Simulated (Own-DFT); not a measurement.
# Point defects and the pressure they add: zincblende InP

No measurement is shown. These are fixed-geometry runs of a retired plane-wave code named Own-DFT, which no person has reviewed; spin and spin-orbit coupling are neglected.

Settings: PBE; PseudoDojo norm-conserving scalar-relativistic files; cutoff 36 hartree; 2 x 3 x 3 k mesh centred on Gamma; Fermi-Dirac smearing of 0.1 eV.

Known weak points (not all hold for every row): not probed for a lower state with spin; forces on such cells failed a check on a denser k mesh; forces not confirmed at this smearing and k mesh; stress not checked against mesh or cutoff.

All runs share one cell, with vectors in Å (17.606, 0.000, 0.000); (0.000, 11.737, 0.000); (0.000, 0.000, 11.737) and a volume of 2425.5 Å³. The atoms are randomly displaced, by u rms on each axis. The defect's site can differ from row to row.

```
cell,formula,u (Å),P (GPa)
no defect,In48P48,0.0194,3.19
no defect,In48P48,0.0195,3.20
no defect,In48P48,0.0475,3.53
one In on a P site,In49P47,0.0275,3.84
one In on a P site,In49P47,0.0305,3.88
one In on a P site,In49P47,0.0508,4.17
two P vacancies,In48P46,0.0495,3.24
two P vacancies,In48P46,0.0503,3.37
two P vacancies,In48P46,0.0507,3.30
one In on a P site and one P on an In site,In48P48,0.0304,?
one In on a P site and one P on an In site,In48P48,0.0316,3.58
one In on a P site and one P on an In site,In48P48,0.0472,3.77
one In on a P site and one P on an In site,In48P48,0.0481,3.80
two P on an In site each,In46P50,0.0295,3.04
two P on an In site each,In46P50,0.0321,3.02
two P on an In site each,In46P50,0.0509,3.31
```

## Working it out

P = P0 + c u² + a shift for each defect gives P0 = 3.13 GPa, c = 174 ± 11 GPa/Å² and a scatter of 0.03 GPa. The shifts, and each times the cell's volume:

- one In on a P site: 0.58 ± 0.03 GPa, 8.8 eV
- one In on a P site and one P on an In site: 0.27 ± 0.03 GPa, 4.0 eV
- two P vacancies: -0.26 ± 0.03 GPa, -4.0 eV (-2.0 eV for each of its 2 sites)
- two P on an In site each: -0.27 ± 0.03 GPa, -4.1 eV (-2.0 eV for each of its 2 sites)

A positive shift means that the defect pushes the cell outwards. Shift times volume (160.2 GPa Å³ is 1 eV) depends little on the cell's size, so, taken for each site, it can be compared between cells at like pressure. The atoms around the defects weren't relaxed, which would change these numbers.

## Withheld run

Asked: what pressure belongs in the blank (one In on a P site and one P on an In site, u = 0.0304 Å)?

From the fit: 3.56 ± 0.04 GPa. The run itself gave 3.53 GPa.
